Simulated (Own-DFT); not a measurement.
# How strain changes the stress of fcc Cu, 16 atoms (Cu16)

All numbers below are calculated, not measured. They come from Own-DFT, an in-house plane-wave density functional program, since retired, whose code no person has reviewed. Each row is one single-point run on a periodic cell that was not relaxed, without spin or spin-orbit coupling.

Settings of every run: PBE; PseudoDojo norm-conserving scalar-relativistic files; cutoff 50 hartree; 7 x 7 x 5 k mesh centred on Gamma; cold (Marzari-Vanderbilt) smearing of 0.2 eV.

Known limits: forces on such cells failed a check on a denser k mesh; stress not checked against mesh or cutoff.

Unstrained cell vectors in Å: (3.615, 3.615, 0.000); (-3.615, 3.615, 0.000); (0.000, 0.000, 7.230). The unstrained cell has measured lattice constants (interpolated for alloys), not those of this functional. That, the random moves and any unrelaxed bonds set the pressure at no strain. Each run strains this cell uniformly, with the atoms carried along. Every atom was also moved at random, by a Gaussian of width 0.05 Å on each axis. Strain is the symmetric tensor, in per cent. Stress is positive in tension, and the pressure is minus a third of its trace.

```
run,e_xx (%),e_yy (%),e_zz (%),e_yz (%),e_xz (%),e_xy (%),s_xx (GPa),s_yy (GPa),s_zz (GPa),s_yz (GPa),s_xz (GPa),s_xy (GPa),P (GPa),E (meV/atom)
1,1.39,1.24,-1.60,-0.24,0.20,0.41,-0.71,-0.76,-1.49,-0.28,0.48,0.96,0.99,0.0
2,-0.72,-0.04,1.19,-1.56,0.61,-1.43,-2.31,-2.31,-1.42,-2.45,1.30,-2.23,2.01,5.5
3,1.11,-0.13,-1.16,0.76,1.98,1.75,-2.77,-3.24,-3.40,1.66,3.61,2.95,3.13,9.4
4,1.58,0.32,-0.25,1.44,1.47,0.05,-0.88,-1.55,-1.00,2.28,2.84,0.06,1.14,21.1
5,0.89,1.76,1.70,-1.86,-0.23,-0.23,2.29,2.15,2.67,-2.42,-0.22,-0.33,-2.37,25.8
6,1.18,1.43,-0.86,-1.76,1.06,1.94,-0.07,-0.30,-0.89,-3.24,1.67,2.74,0.42,9.4
7,-0.99,-1.69,-1.11,-1.95,-0.13,0.96,-8.90,-10.19,-9.49,-4.06,-0.24,2.05,9.53,30.1
8,0.05,-0.74,1.93,-1.11,-1.06,1.56,-1.15,-1.90,-0.19,-1.90,-1.60,2.45,1.08,10.1
9,-1.88,1.50,-1.31,-1.99,-1.96,-0.21,-7.01,-4.84,-7.02,-3.32,-4.30,-0.20,6.29,27.3
10,-1.61,-0.93,-0.04,-1.58,0.79,1.42,-7.97,-7.80,-6.61,-2.61,1.62,2.58,7.46,24.4
11,0.29,-1.94,1.73,0.43,0.40,1.76,-2.63,-4.06,-1.90,1.03,0.60,3.18,2.87,12.6
12,-0.93,0.15,1.74,-0.77,0.80,1.45,-2.01,-1.31,-0.40,-1.00,1.33,2.35,1.24,4.7
13,-1.73,1.69,1.56,1.50,1.88,-1.53,-2.48,0.00,-0.75,1.77,3.57,-1.82,1.08,18.1
14,0.15,-1.05,-0.42,1.13,-0.55,1.47,-4.61,-5.64,-4.90,2.17,-0.82,2.48,5.05,14.0
15,-1.89,1.22,-1.91,1.52,-1.80,-0.61,?,?,?,?,?,?,?,?
```

E is the free energy for each atom above the lowest run shown.

## Worked fit

Each stress component was fitted by least squares to a constant and the strains of the runs shown, as fractions, with shears doubled. Shear strains stay in the fit of a normal stress only where such slopes are resolved. The slopes, in GPa:

```
stress,at no strain,per e_xx,per e_yy,per e_zz,scatter
s_xx,-3.2,193 ± 12,119 ± 11,137 ± 11,0.50
s_yy,-3.4,130 ± 15,189 ± 15,137 ± 14,0.66
s_zz,-3.0,158 ± 14,123 ± 13,186 ± 13,0.60
```

Each shear stress against twice its own strain: yz 84 ± 6, xz 94 ± 4, xy 76 ± 4 GPa. These are stiffnesses along x, y and z of the frame in which the cell vectors are given, which need not be the crystal's axes. The atoms are held to the strained lattice; where symmetry lets them move under strain, relaxing them would lower some slopes. The table should be nearly symmetric about its diagonal, and what it lacks of that shows the noise. A ninth of its sum, 152 ± 7 GPa, estimates the bulk modulus near the mean pressure of these runs, 2.9 GPa, so it lies above the value at zero pressure.

## Withheld run

Question: what normal stresses and pressure should run 15 give?

The fit gives s_xx = -8.0, s_yy = -6.1, s_zz = -8.1 and P = 7.4 GPa. The calculation gave -8.14, -5.31, -7.89 and P = 7.11 GPa.
